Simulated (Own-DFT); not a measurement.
Hf₃₆O₇₁ (tetragonal hafnia with one neutral oxygen vacancy, atoms displaced) (calculated)

A calculation, not a measurement: plane-wave PBE and HSE06 DFT by an unreviewed code, no spin, of a simulated cell at Gamma alone, so results move with cell size and shape, stress positive in tension, energies less offsets, not probed for a lower state with spin; hafnium file: forces about 75 meV/angstrom off all-electron values; oxygen file: force components 24 meV/angstrom off all-electron in a glass; k mesh not checked against a denser one; forces and stress are PBE's, HSE06 gives the energy alone, and its difference from PBE has offsets of its own; offsets are fitted by least squares, one for each functional and potential file, so energies compare only between cells with the same atoms and settings and are not formation energies; the far tail of each file's local potential was reset to the Coulomb form; each entry is a single point on an unrelaxed cell, so the pressure reflects the starting lattice, taken from the Materials Project, from which strain is counted, and rises with the displacements; printed positions are rounded, which can move forces by about a meV/angstrom; the program is a retired in-house code; no spin-orbit coupling. Program: Own-DFT development build.

Settings shared by all entries: first functional PBE; second functional HSE06; exact exchange share 0.25; screening 0.11 1/bohr; exchange divergence Gygi-Baldereschi; potential files PseudoDojo norm-conserving, scalar-relativistic, made for PBE, standard set; wave cutoff 48 hartree; occupations fixed; k mesh 1 x 1 x 1 centred on Gamma.

(1) 
```xyz
107
Lattice="10.7800 0.0000 0.0000 0.0000 10.7800 0.0000 0.0000 0.0000 10.4493" Properties=species:S:1:pos:R:3:force_x:R:1:force_y:R:1:force_z:R:1 formula=Hf36O71 PBE_energy_of_cell_above_offsets=-96.558 HSE06_less_PBE_above_offsets=0.094 PBE_pressure=2.18 PBE_stress_xx=-0.58 PBE_stress_yy=-3.62 PBE_stress_zz=-2.35 PBE_stress_yz=0.12 PBE_stress_xz=-0.16 PBE_stress_xy=0.06
Hf    10.7195    10.7293     0.0600     -0.247      1.635      -0.59
Hf     1.7770     1.8078     2.5709      0.601     -0.043      0.578
O     10.7243     1.8447     1.5704      0.668     -0.488       0.41
O      1.8266     0.1105     3.7027     -0.252     -2.053     -1.647
O     10.7758     1.7256     4.2947      0.172       3.49     -2.502
O      1.8595     0.0008     1.0591     -1.741      0.191     -0.218
Hf     0.0093     0.0302     5.1712      0.552     -0.321      2.151
Hf     1.8152     1.7079     7.8550     -0.664      2.093     -1.583
O      0.0533     1.7797     6.6531     -0.552      0.222      2.686
O      1.8546     0.0350     8.7912     -0.382     -2.285      1.568
O     10.6544     1.8053     9.4181      0.562     -0.444      0.347
O      1.8454    10.6921     6.2253     -0.017     -0.025      0.324
Hf     0.0706     3.5540     0.0995     -0.691     -0.728     -1.135
Hf     1.7771     5.4027     2.6162      1.108     -0.088      0.228
O     10.7594     5.3266     1.5375      -0.43      0.772      0.105
O      1.7457     3.6113     3.5994       0.08      -0.41      0.639
O     10.7543     5.3267     4.1271     -0.145       2.64     -0.235
O      1.8357     3.5385     1.1016      0.029      0.715     -0.753
Hf     0.0288     3.6829     5.1418      1.306      -3.29      1.542
Hf     1.7813     5.4522     7.8705      0.181     -2.889     -1.526
O     10.7649     5.4644     6.8126     -0.501     -0.234     -0.217
O      1.8393     3.5537     8.8987     -0.317     -0.281     -0.028
O      0.1300     5.3171     9.3930     -0.408      1.491      0.656
O      1.8355     3.6530     6.2906     -0.659      0.692     -0.963
Hf     0.0653     7.1130    10.4424     -1.011       0.15      0.098
Hf     1.7908     9.0195     2.5647      0.774      0.249      1.858
O     10.7687     8.9460     1.6208      0.398      0.209     -0.587
O      1.9141     7.1347     3.6337     -1.083       0.87     -0.486
O     10.7230     9.0642     4.2316      0.463     -2.834     -0.921
O      1.8347     7.1881     1.0578     -0.567     -0.104     -0.702
Hf    10.6630     7.2091     5.2547        1.6      1.129      0.275
Hf     1.8166     8.8928     7.9494     -1.028      3.187      -3.35
O     10.7498     8.9621     6.8790      0.315     -0.626      0.437
O      1.7622     7.1909     8.8619      0.326     -0.595      1.801
O      0.0424     9.0128     9.4484       0.39     -1.151      0.743
O      1.7424     7.1794     6.2557      0.412      0.169      0.013
Hf     3.6010     0.0014    10.4375      0.569       0.63      0.583
Hf     5.4314     1.9128     2.6266      -0.72     -3.452     -1.807
O      3.6314     1.9004     1.5592      0.133     -0.132      0.129
O      5.3968    10.7246     3.5810     -0.216      2.208       0.41
O      3.5865     1.7187     4.1516      0.364      1.988     -0.111
O      5.4036     0.0278     0.9919     -0.702     -0.412     -0.293
Hf     3.5988     0.0029     5.1692     -1.622     -0.071      0.332
Hf     5.3731     1.8000     7.8049     -1.079      0.451      0.381
O      3.5316     1.8210     6.7306      1.277     -0.071       0.67
O      5.4056     0.0187     8.8335     -0.226     -0.527     -0.598
O      3.5557     1.7272     9.3989      0.396      1.121      0.193
O      5.3834     0.0206     6.0855      0.183      -0.15      1.791
Hf     3.6476     3.6016    10.4472     -0.241     -2.272      0.138
Hf     5.4891     5.3844     2.5611     -1.243      0.867      0.559
O      3.6788     5.4630     1.6607     -1.219     -0.667     -0.884
O      5.3674     3.4791     3.6357      0.332      3.547      1.291
O      3.5701     5.3569     4.2088      0.523      0.002      0.031
O      5.5206     3.6689     1.0773     -1.127     -0.082      0.084
Hf     3.5836     3.6129     5.2211     -0.244     -0.922       0.49
Hf     5.4158     5.5455     7.9203     -0.179     -2.351     -1.631
O      3.6103     5.4595     6.7855      0.719      0.078      1.285
O      5.3318     3.5371     8.9325       0.02      1.133     -0.645
O      3.4518     5.2932     9.4250      0.934      2.866      0.085
O      5.4599     3.5838     6.2383     -0.831      0.617      0.117
Hf     3.5896     7.1480    10.4349      0.991      0.106      1.535
Hf     5.3593     9.0818     2.6133     -0.129     -1.749     -0.504
O      3.5670     9.0717     1.5551      0.108     -0.652      0.546
O      5.3982     7.2578     3.6098      0.359     -1.346      0.339
O      3.5505     8.9168     4.2674     -0.006      1.383      -1.02
O      5.3784     7.1398     1.0605      0.187     -0.111     -1.435
Hf     3.6061     7.1860     5.2255     -1.138      -0.95     -0.202
Hf     5.3450     9.0320     7.7735      1.798      0.685     -0.024
O      3.6422     8.9546     6.8332     -0.916     -0.546      0.329
O      5.4731     7.2666     8.8559     -0.595     -0.182      0.551
O      3.6154     9.0026     9.4859     -0.293     -1.353     -0.859
O      5.4082     7.1837     6.2378      0.762     -0.637      0.566
Hf     7.1453    10.7260    10.4061      0.053      1.836      1.284
Hf     8.8861     1.8339     2.6246      1.122     -1.203     -0.084
O      7.2144     1.7136     1.5653     -1.067      0.539      0.469
O      9.0360     0.0316     3.7196     -0.741     -0.429     -2.218
O      7.1723     1.7300     4.1428      0.043       2.87     -0.529
O      8.9262    10.7575     1.0802      1.014      -0.76     -0.361
Hf     7.1597     0.0797     5.1074      1.463     -2.402       1.81
Hf     8.9767     1.8160     7.7496      1.626     -0.562      0.501
O      7.1195     1.8103     6.8352      1.374      0.036     -0.431
O      9.0283    10.7707     8.8772      0.139      1.143     -0.081
O      7.1693     1.7453     9.4792       0.33      0.968     -0.929
O      9.0052     0.0182     6.1324     -1.383      0.603      1.767
Hf     7.2297     3.5843    10.4413      0.366     -1.507     -0.334
Hf     8.9396     5.4078     2.6709      1.172     -1.083     -1.039
O      7.2615     5.4000     1.5559     -0.148      0.498      0.387
O      8.9916     3.5728     3.6340     -0.375      0.839      0.432
O      7.1421     5.3464     4.2115      0.177      0.528     -0.161
O      8.9111     3.4919     1.0773       1.07      0.655     -0.347
Hf     7.1981     3.6420     5.2663          0     -1.599      0.122
Hf     8.9606     5.3939     7.7958     -0.022        0.3      0.421
O      8.9923     3.6897     8.8793      -0.45     -0.775     -0.867
O      7.1840     5.3485     9.4817     -0.654      1.209     -1.237
O      9.0387     3.5861     6.2003      -1.15      0.548      0.726
Hf     7.2442     7.1808    10.4407     -0.953      0.769      0.075
Hf     8.9586     9.0094     2.5468     -0.572      1.114      1.535
O      7.1177     8.9960     1.6259      0.729     -0.265     -0.622
O      8.9852     7.1691     3.5934     -0.117      0.385      0.813
O      7.1515     9.0387     4.2364      0.552     -1.308     -0.267
O      8.9326     7.2565     1.0072      1.755     -0.179      0.259
Hf     7.1622     7.1527     5.2129     -0.226      2.233      0.051
Hf     8.9321     9.0261     7.9355      0.672      0.215     -1.867
O      7.2370     8.9761     6.8618     -1.402     -0.065     -0.207
O      8.8684     7.2520     8.9139      0.817     -2.004     -0.176
O      7.2803     9.0821     9.4072       -0.6     -2.222      0.324
O      8.9538     7.1964     6.2932     -0.779     -0.998     -0.653
```

Units: PBE_energy_of_cell_above_offsets, HSE06_less_PBE_above_offsets in eV; PBE_pressure, PBE_stress_xx, PBE_stress_yy, PBE_stress_zz, PBE_stress_yz, PBE_stress_xz, PBE_stress_xy in GPa; force_x, force_y, force_z in eV/Å.

(2) 
```xyz
107
Lattice="10.7800 0.0000 0.0000 0.0000 10.7800 0.0000 0.0000 0.0000 10.4493" Properties=species:S:1:pos:R:3:force_x:R:1:force_y:R:1:force_z:R:1 formula=Hf36O71 PBE_energy_of_cell_above_offsets=-101.111 HSE06_less_PBE_above_offsets=-0.166 PBE_pressure=0.84 PBE_stress_xx=-0.02 PBE_stress_yy=-0.99 PBE_stress_zz=-1.51 PBE_stress_yz=-0.58 PBE_stress_xz=-0.26 PBE_stress_xy=-0.06
Hf    10.7569     0.0364    10.4050      0.026       -0.8      1.368
Hf     1.7859     1.7735     2.6476     -0.002      0.957     -0.664
O      0.0098     1.8344     1.5888     -0.751     -0.722      0.111
O      1.8138    10.7429     3.6259     -0.236      0.945       0.84
O     10.7742     1.8205     4.2232      -0.03      -0.94      0.176
O      1.7694     0.0197     1.0606       0.36     -0.175      -0.55
Hf     0.0046    10.7288     5.2597     -0.274      0.912     -0.447
Hf     1.7911     1.7790     7.8740     -0.001       0.52     -0.379
O     10.7647     1.7662     6.8365      0.365     -0.073      0.042
O      1.8069     0.0035     8.9269     -0.013     -0.157     -0.677
O      0.0035     1.7460     9.4065     -0.014      0.967      0.061
O      1.8082    10.7721     6.2054     -0.315     -0.069      0.769
Hf    10.7320     3.6025    10.4290      1.328     -0.452      0.421
Hf     1.8076     5.4275     2.6262     -0.085     -1.349     -0.345
O      0.0325     5.3745     1.6228     -0.287      0.254     -0.488
O      1.7610     3.6032     3.6069      0.272      0.045      0.264
O      0.0069     5.3501     4.2171      0.149      0.962      0.184
O      1.7846     3.5968     1.0350      0.408       0.05     -0.813
Hf    10.7572     3.6260     5.2260      0.893     -0.706     -0.181
Hf     1.7574     5.4033     7.8527      0.347     -0.465     -0.036
O     10.7256     5.3807     6.8499      1.479     -0.161     -0.598
O      1.7748     3.5682     8.8668      0.002       0.35     -0.285
O     10.7728     5.4025     9.4129     -0.032      0.167      0.219
O      1.8260     3.5837     6.2556     -0.845      0.234      0.127
Hf    10.7774     7.2107     0.0045     -0.368      0.329      0.285
Hf     1.7911     9.0466     2.6514      -0.24     -0.809      -1.56
O      0.0105     8.9546     1.5806     -0.252       0.54      0.098
O      1.7930     7.2024     3.6000      0.363      0.205      0.672
O      0.0067     8.9884     4.2002      0.356      0.004      0.235
O      1.7797     7.1999     0.9882       0.56     -0.102     -0.061
Hf     0.0172     7.2022     5.2618      -1.51     -0.238     -1.162
Hf     1.7769     9.0126     7.8700      0.554     -0.269     -0.158
O      0.0419     8.9456     6.8110     -0.939      0.617     -0.153
O      1.7793     7.1938     8.8305      0.066      0.179      0.244
O     10.7643     8.9897     9.3710      0.005       0.08      0.423
O      1.7350     7.1565     6.2721      1.521     -0.115     -0.239
Hf     3.6100    10.7602    10.4104       -0.3      0.568      1.016
Hf     5.3435     1.7749     2.6268      0.344      0.558     -0.388
O      3.5896     1.8084     1.6022     -0.058      0.186     -0.126
O      5.4109     0.0144     3.6084     -0.004     -0.429      0.572
O      3.5625     1.7795     4.1970      0.246      0.193       0.29
O      5.3834     0.0543     1.0581      0.452     -0.227     -0.545
Hf     3.5767    10.7472     5.2180      0.767      0.974      0.613
Hf     5.3402     1.8419     7.7836      0.859     -1.328      0.456
O      3.5931     1.7874     6.8246      -0.81      0.081     -0.147
O      5.4255    10.7217     8.8503     -0.475      1.202      0.428
O      3.5743     1.7917     9.4154      0.305      0.087      0.157
O      5.3774     0.0490     6.2601      0.205     -0.091     -0.782
Hf     3.6173     3.5983     0.0069     -1.139     -0.222      0.397
Hf     5.3786     5.4017     2.6084      0.388     -0.401     -0.025
O      3.6075     5.3844     1.6047     -0.163     -0.092     -0.105
O      5.4146     3.6015     3.6091      -0.07       -0.4      0.037
O      3.6223     5.3599     4.2214     -0.344      0.694     -0.031
O      5.4323     3.5750     0.9886     -1.113      0.004      0.266
Hf     3.5977     3.6190     5.2827     -0.366     -0.654     -1.036
Hf     5.3350     5.4010     7.8439      1.128     -0.059     -0.434
O      3.5909     5.4116     6.7974     -0.513      0.015      0.342
O      5.3810     3.5833     8.7883     -0.267      0.635      0.884
O      3.5379     5.4100     9.4447      0.405     -0.011     -0.223
O      5.3585     3.5927     6.2589      0.758     -0.134     -0.166
Hf     3.5704     7.2371    10.4387      0.092     -0.589       0.67
Hf     5.4042     8.9952     2.6200      0.052     -0.391      -0.13
O      3.6333     9.0322     1.5818     -0.582     -0.233      0.113
O      5.3738     7.1349     3.6548     -0.037      1.144      0.112
O      3.5848     9.0167     4.2051      0.222     -0.958     -0.117
O      5.3621     7.1768     1.0806      0.396      0.303     -0.891
Hf     3.5701     7.1919     5.1971      0.111     -0.399      0.509
Hf     5.4144     8.9683     7.8780     -0.322      0.542     -0.758
O      3.6115     9.0175     6.8719     -0.591     -0.297     -0.503
O      5.4322     7.1971     8.8381     -0.295     -0.447      0.753
O      3.5526     8.9897     9.4193      0.102     -0.332      0.146
O      5.3646     7.1879     6.2259     -0.657     -0.113      0.061
Hf     7.2136     0.0344     0.0319      0.009      0.475      -0.22
Hf     8.9688     1.8094     2.6557      0.608      -0.19     -0.485
O      7.2317     1.8087     1.5774     -0.286      -0.49      0.376
O      8.9837    10.7248     3.6388      0.116       1.72     -0.117
O      7.2221     1.7927     4.1781      0.089     -0.093      0.454
Hf     7.1819    10.7749     5.1980     -0.665      -0.05       0.34
Hf     8.9886     1.8381     7.8570     -0.541     -0.444      -0.12
O      7.1852     1.7963     6.8534      0.135      0.265     -0.502
O      8.9821     0.0069     8.8607      0.049     -0.003      0.217
O      7.2389     1.8010     9.4460     -0.246      0.084       0.38
O      8.9565    10.7603     6.2174      0.309     -0.475      0.364
Hf     7.1717     3.6282     0.0641      1.159     -0.539     -0.912
Hf     9.0150     5.3779     2.5914     -0.217      1.078      0.458
O      7.1873     5.3907     1.5386      0.123     -0.096       0.69
O      8.9818     3.6000     3.6278     -0.122      0.087      0.384
O      7.1958     5.3714     4.2196     -0.069      0.027     -0.322
O      9.0373     3.5911     1.0364     -1.053      0.322      0.107
Hf     7.2238     3.5881     5.2322     -0.644      0.285     -0.095
Hf     9.0248     5.4154     7.8274     -1.808     -0.172      0.264
O      7.1811     5.4137     6.7783     -0.348     -0.122      0.656
O      9.0182     3.5591     8.8560      0.322      0.995      0.184
O      7.1974     5.3660     9.4468     -0.099      0.452     -0.081
O      8.9894     3.6183     6.2496     -0.166     -0.297      0.079
Hf     7.2034     7.2059     0.0127      0.137     -0.585      0.149
Hf     8.9630     9.0528     2.6183      0.872      -2.29      -0.17
O      7.2057     8.9654     1.6292     -0.596      0.461     -0.767
O      9.0300     7.1732     3.6528      -0.16      0.001     -0.473
O      7.2085     8.9846     4.1659     -0.494      -0.18      0.474
O      9.0007     7.1984     1.0957     -0.232     -0.359     -1.337
Hf     7.1221     7.1544     5.2263       1.23     -0.017     -0.104
Hf     8.9536     9.0411     7.8222     -0.111      -0.86     -0.172
O      7.1120     8.9553     6.7919       1.17      0.166       0.08
O      8.9510     7.1865     8.8079      0.026      0.574      0.573
O      7.2029     9.0014     9.4381       0.21     -0.124      0.237
O      8.9931     7.1654     6.2178     -0.289      0.296      0.255
```

Units: PBE_energy_of_cell_above_offsets, HSE06_less_PBE_above_offsets in eV; PBE_pressure, PBE_stress_xx, PBE_stress_yy, PBE_stress_zz, PBE_stress_yz, PBE_stress_xz, PBE_stress_xy in GPa; force_x, force_y, force_z in eV/Å.
